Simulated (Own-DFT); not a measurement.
# One host, several defects: zincblende GaAs

Calculated, not measured: single-point runs of Own-DFT, a retired in-house plane-wave DFT program that no person has reviewed, on unrelaxed cells, without spin or spin-orbit coupling.

Settings: PBE; PseudoDojo norm-conserving scalar-relativistic files; cutoff 42 hartree; 3 x 3 x 3 k mesh centred on Gamma; Fermi-Dirac smearing of 0.1 eV.

Known weak points (not all hold for every row): not probed for a lower state with spin; forces on such cells failed a check on a denser k mesh; forces not confirmed at this smearing and k mesh; forces on such cells passed a denser k mesh, each cell not checked; stress not checked against mesh or cutoff.

All runs share one cell, with vectors in Å (11.307, 0.000, 0.000); (0.000, 11.307, 0.000); (0.000, 0.000, 11.307) and a volume of 1445.4 Å³. u is the rms random offset of the atoms per axis. The defect's site can differ from row to row.

```
                    cell     formula   u (Å)  P (GPa)
               no defect    As32Ga32  0.0197     3.53
               no defect    As32Ga32  0.0456     3.85
               no defect    As32Ga32  0.0470     3.93
     one In on a Ga site  As32Ga31In  0.0272     4.23
     one In on a Ga site  As32Ga31In  0.0282     4.27
     one In on a Ga site  As32Ga31In  0.0537     4.77
     one P on an As site   As31Ga32P  0.0287     3.35
     one P on an As site   As31Ga32P  0.0294     3.38
     one P on an As site   As31Ga32P  0.0320     3.37
     one Al on a Ga site  AlAs32Ga31  0.0461     3.98
     one Al on a Ga site  AlAs32Ga31  0.0499     4.01
     one Al on a Ga site  AlAs32Ga31  0.0500        ?
     one Al on a Ga site  AlAs32Ga31  0.0502     3.97
two As on a Ga site each    As34Ga30  0.0287     4.77
two As on a Ga site each    As34Ga30  0.0306     4.79
two As on a Ga site each    As34Ga30  0.0307     4.82
```

## Analysis

P = P0 + c u² + a shift for each defect gives P0 = 3.42 GPa, c = 226 ± 14 GPa/Å² and a scatter of 0.03 GPa. The shifts, and each times the cell's volume:

- two As on a Ga site each: 1.18 ± 0.03 GPa, 10.6 eV (5.3 eV for each of its 2 sites)
- one In on a Ga site: 0.68 ± 0.03 GPa, 6.1 eV
- one Al on a Ga site: 0.03 ± 0.03 GPa, 0.3 eV (not resolved)
- one P on an As site: -0.25 ± 0.03 GPa, -2.3 eV

Against the defect-free cell, a freed cell would be larger where the shift is positive and smaller where it is negative (160.2 GPa Å³ is 1 eV). The atoms around the defects weren't relaxed, which would change these numbers.

## The run left out

Asked: what pressure belongs in the blank (one Al on a Ga site, u = 0.0500 Å)?

The fitted form gives 4.02 ± 0.04 GPa. Computed: 3.95 GPa.
